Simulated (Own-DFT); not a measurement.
# What a defect does to the pressure of its cell: zincblende InP

Everything here is calculated. The program is Own-DFT (plane waves, in-house, since retired, never reviewed by a person); positions were held fixed, and spin and spin-orbit coupling were off.

Settings: PBE; PseudoDojo norm-conserving scalar-relativistic files; cutoff 36 hartree; 2 x 3 x 3 k mesh centred on Gamma; Fermi-Dirac smearing of 0.1 eV.

Known weak points (not all hold for every row): not probed for a lower state with spin; forces on such cells failed a check on a denser k mesh; forces not confirmed at this smearing and k mesh; stress not checked against mesh or cutoff.

All runs share one cell, with vectors in Å (17.606, 0.000, 0.000); (0.000, 11.737, 0.000); (0.000, 0.000, 11.737) and a volume of 2425.5 Å³. The atoms are randomly displaced, by u rms on each axis. The defect's site can differ from row to row.

```
                                      cell  formula   u (Å)  P (GPa)
                                 no defect  In48P48  0.0203     3.21
                                 no defect  In48P48  0.0473     3.56
                                 no defect  In48P48  0.0483     3.58
                  two P on an In site each  In46P50  0.0293     2.99
                  two P on an In site each  In46P50  0.0298     3.02
                  two P on an In site each  In46P50  0.0503     3.29
                  two P on an In site each  In46P50  0.0504        ?
one In on a P site and one P on an In site  In48P48  0.0292     3.57
one In on a P site and one P on an In site  In48P48  0.0482     3.85
one In on a P site and one P on an In site  In48P48  0.0526     3.90
```

## What the rows give

P = P0 + c u² + a shift for each defect gives P0 = 3.15 GPa, c = 181 ± 6 GPa/Å² and a scatter of 0.02 GPa. The shifts, and each times the cell's volume:

- one In on a P site and one P on an In site: 0.27 ± 0.01 GPa, 4.1 eV
- two P on an In site each: -0.30 ± 0.01 GPa, -4.6 eV (-2.3 eV for each of its 2 sites)

Positive is outwards. The product with the volume (160.2 GPa Å³ to the eV) is nearly free of the cell's size; divided by the bulk modulus at the cell's pressure it gives the volume that the defect adds. The atoms around the defects weren't relaxed, which would change these numbers.

## Check

The question: what pressure belongs in the blank (two P on an In site each, u = 0.0504 Å)?

Estimate: 3.30 ± 0.02 GPa. Computed: 3.33 GPa.
